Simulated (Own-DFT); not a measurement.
# How strain changes the stress of 4H SiC, 32 atoms (C16Si16)

Calculated results; nothing here was measured. They come from Own-DFT, an in-house plane-wave density functional program, since retired, whose code no person has reviewed. Each row is one single-point run on a periodic cell that was not relaxed, without spin or spin-orbit coupling.

Settings of every run: PBE; PseudoDojo norm-conserving scalar-relativistic files; cutoff 42 hartree; 5 x 5 x 3 k mesh centred on Gamma; Fermi-Dirac smearing of 0.1 eV.

Known limits: forces on such cells passed a denser k mesh, each cell not checked; stress not checked against mesh or cutoff.

Unstrained cell vectors in Å: (6.165, 0.000, 0.000); (-3.083, 5.339, 0.000); (0.000, 0.000, 10.068). The unstrained cell has measured lattice constants (interpolated for alloys), not those of this functional. That, the random moves and any unrelaxed bonds set the pressure at no strain. Each run strains this cell uniformly, with the atoms carried along. Every atom was also moved at random, by a Gaussian of width 0.05 Å on each axis. Strain is the symmetric tensor, in per cent. Stress is positive in tension, and the pressure is minus a third of its trace.

| run | e_xx (%) | e_yy (%) | e_zz (%) | e_yz (%) | e_xz (%) | e_xy (%) | s_xx (GPa) | s_yy (GPa) | s_zz (GPa) | s_yz (GPa) | s_xz (GPa) | s_xy (GPa) | P (GPa) | E (meV/atom) |
|---|---|---|---|---|---|---|---|---|---|---|---|---|---|---|
| 1 | 1.77 | -0.52 | 1.36 | 0.77 | -1.78 | -0.16 | 3.32 | -6.97 | 2.02 | 2.35 | -5.26 | 0.05 | 0.55 | 64.4 |
| 2 | -1.83 | -1.69 | -1.62 | -0.71 | 1.54 | -2.00 | -18.34 | -14.70 | -23.12 | -2.70 | 6.29 | -11.87 | 18.72 | 81.7 |
| 3 | -1.41 | 0.05 | 0.24 | 0.00 | -0.13 | -1.56 | -14.40 | -3.99 | -5.26 | 0.08 | 0.56 | -7.60 | 7.88 | 28.1 |
| 4 | -0.89 | -0.68 | 0.05 | 1.35 | 1.44 | -0.16 | -9.41 | -9.47 | -7.41 | 5.23 | 4.83 | -1.57 | 8.76 | 33.8 |
| 5 | -1.51 | 1.89 | -0.77 | -1.41 | -1.47 | -1.08 | -12.59 | 2.85 | -10.08 | -5.49 | -5.30 | -7.32 | 6.61 | 49.6 |
| 6 | 1.16 | -0.77 | 0.19 | -1.72 | -0.49 | -1.35 | 0.55 | -6.21 | -7.61 | -6.14 | -1.59 | -5.82 | 4.42 | 54.5 |
| 7 | 1.71 | 1.62 | 1.08 | -1.44 | -1.85 | -1.19 | 4.78 | 3.95 | 2.21 | -4.46 | -6.19 | -5.48 | -3.65 | 60.8 |
| 8 | -1.33 | 0.50 | 1.75 | 0.31 | 1.81 | 1.13 | -13.64 | -3.14 | 4.87 | 1.72 | 6.94 | 3.10 | 3.97 | 57.4 |
| 9 | -1.95 | 0.18 | 0.70 | 1.31 | -0.15 | 1.42 | -15.19 | -5.74 | -0.95 | 3.45 | -0.49 | 6.23 | 7.29 | 37.3 |
| 10 | -0.64 | 0.08 | -0.62 | -1.10 | 0.83 | 0.29 | -6.49 | -9.55 | -9.21 | -2.75 | 2.36 | 2.86 | 8.42 | 69.9 |
| 11 | 0.12 | 0.60 | -0.77 | -0.77 | -0.46 | -1.85 | -5.56 | -1.47 | -9.78 | -1.63 | -0.38 | -8.39 | 5.60 | 36.2 |
| 12 | -0.36 | 0.12 | -1.51 | 1.37 | 1.37 | 1.53 | -11.34 | -3.67 | -14.87 | 4.84 | 4.34 | 6.52 | 9.96 | 85.1 |
| 13 | -0.85 | -0.65 | -0.89 | -1.22 | -0.62 | 1.92 | -8.39 | -12.54 | -13.93 | -4.12 | -2.76 | 9.24 | 11.62 | 61.0 |
| 14 | 1.76 | -1.45 | 0.12 | -0.16 | 0.90 | -0.81 | 4.03 | -9.92 | -3.60 | -0.96 | 3.11 | -3.48 | 3.17 | 0.0 |
| 15 | 0.03 | 1.99 | -0.25 | -0.80 | -0.71 | 1.47 | -0.59 | 1.88 | -5.43 | -1.44 | -1.43 | 6.65 | 1.38 | 45.6 |
| 16 | -1.79 | -0.91 | -0.07 | 1.48 | 0.99 | -0.37 | ? | ? | ? | ? | ? | ? | ? | ? |

E is the free energy for each atom above the lowest run shown.

## Worked fit

Each stress component was fitted by least squares to a constant and the strains of the runs shown, as fractions, with shears doubled. Shear strains stay in the fit of a normal stress only where such slopes are resolved. The slopes, in GPa:

```
stress  at no strain  per e_xx  per e_yy  per e_zz  scatter
  s_xx          -5.4  555 ± 45   89 ± 51   14 ± 60     2.07
  s_yy          -5.4   78 ± 43  455 ± 49   39 ± 58     2.01
  s_zz          -6.4   56 ± 37  135 ± 42  652 ± 50     1.72
```

Each shear stress against twice its own strain: yz 163 ± 10, xz 173 ± 11, xy 248 ± 12 GPa. These are stiffnesses along x, y and z of the frame in which the cell vectors are given, which need not be the crystal's axes. The atoms are held to the strained lattice; where symmetry lets them move under strain, relaxing them would lower some slopes. The table should be nearly symmetric about its diagonal, and what it lacks of that shows the noise. A ninth of its sum, 230 ± 9 GPa, estimates the bulk modulus near the mean pressure of these runs, 6.3 GPa, so it lies above the value at zero pressure.

## Withheld run

Question: what normal stresses and pressure should run 16 give?

The fit gives s_xx = -16.1, s_yy = -10.9, s_zz = -9.0 and P = 12.0 GPa. The calculation gave -18.37, -10.69, -7.10 and P = 12.05 GPa.
